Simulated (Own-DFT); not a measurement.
# Which defects push the lattice out? zincblende GaAs

Source: density functional calculations with Own-DFT, an unreviewed in-house program that is no longer used. Nothing was measured or relaxed, and spin and spin-orbit coupling are left out.

Common settings: PBE; PseudoDojo norm-conserving scalar-relativistic files; cutoff 42 hartree; 3 x 3 x 3 k mesh centred on Gamma; Fermi-Dirac smearing of 0.1 eV.

Keep in mind (not all hold for every row): not probed for a lower state with spin; forces on such cells failed a check on a denser k mesh; forces not confirmed at this smearing and k mesh; forces on such cells passed a denser k mesh, each cell not checked; stress not checked against mesh or cutoff.

All runs share one cell, with vectors in Å (11.307, 0.000, 0.000); (0.000, 11.307, 0.000); (0.000, 0.000, 11.307) and a volume of 1445.4 Å³. u is the rms random offset of the atoms per axis. The defect's site can differ from row to row.

```
cell,formula,u (Å),P (GPa)
no defect,As32Ga32,0.0194,3.51
no defect,As32Ga32,0.0228,3.54
no defect,As32Ga32,0.0531,4.04
one As on a Ga site and one Ga on an As site,As32Ga32,0.0267,3.91
one As on a Ga site and one Ga on an As site,As32Ga32,0.0304,3.95
one As on a Ga site and one Ga on an As site,As32Ga32,0.0559,4.36
two As vacancies,As30Ga32,0.0307,3.27
two As vacancies,As30Ga32,0.0317,3.06
two As vacancies,As30Ga32,0.0462,3.64
two As vacancies,As30Ga32,0.0505,?
two Ga vacancies,As32Ga30,0.0288,2.99
two Ga vacancies,As32Ga30,0.0300,3.01
two Ga vacancies,As32Ga30,0.0338,2.92
one In on a Ga site,As32Ga31In,0.0289,4.28
one In on a Ga site,As32Ga31In,0.0312,4.35
one In on a Ga site,As32Ga31In,0.0495,4.57
```

## Analysis

P = P0 + c u² + a shift for each defect gives P0 = 3.43 GPa, c = 212 ± 31 GPa/Å² and a scatter of 0.10 GPa. The shifts, and each times the cell's volume:

- one In on a Ga site: 0.66 ± 0.08 GPa, 6.0 eV
- one As on a Ga site and one Ga on an As site: 0.30 ± 0.08 GPa, 2.7 eV
- two As vacancies: -0.40 ± 0.08 GPa, -3.6 eV (-1.8 eV for each of its 2 sites)
- two Ga vacancies: -0.66 ± 0.08 GPa, -6.0 eV (-3.0 eV for each of its 2 sites)

A positive shift means that the defect pushes the cell outwards. Shift times volume (160.2 GPa Å³ is 1 eV) depends little on the cell's size, so, taken for each site, it can be compared between cells at like pressure. The atoms around the defects weren't relaxed, which would change these numbers.

## Prediction

Asked: what pressure belongs in the blank (two As vacancies, u = 0.0505 Å)?

The fitted form gives 3.57 ± 0.12 GPa. The run itself gave 3.52 GPa.
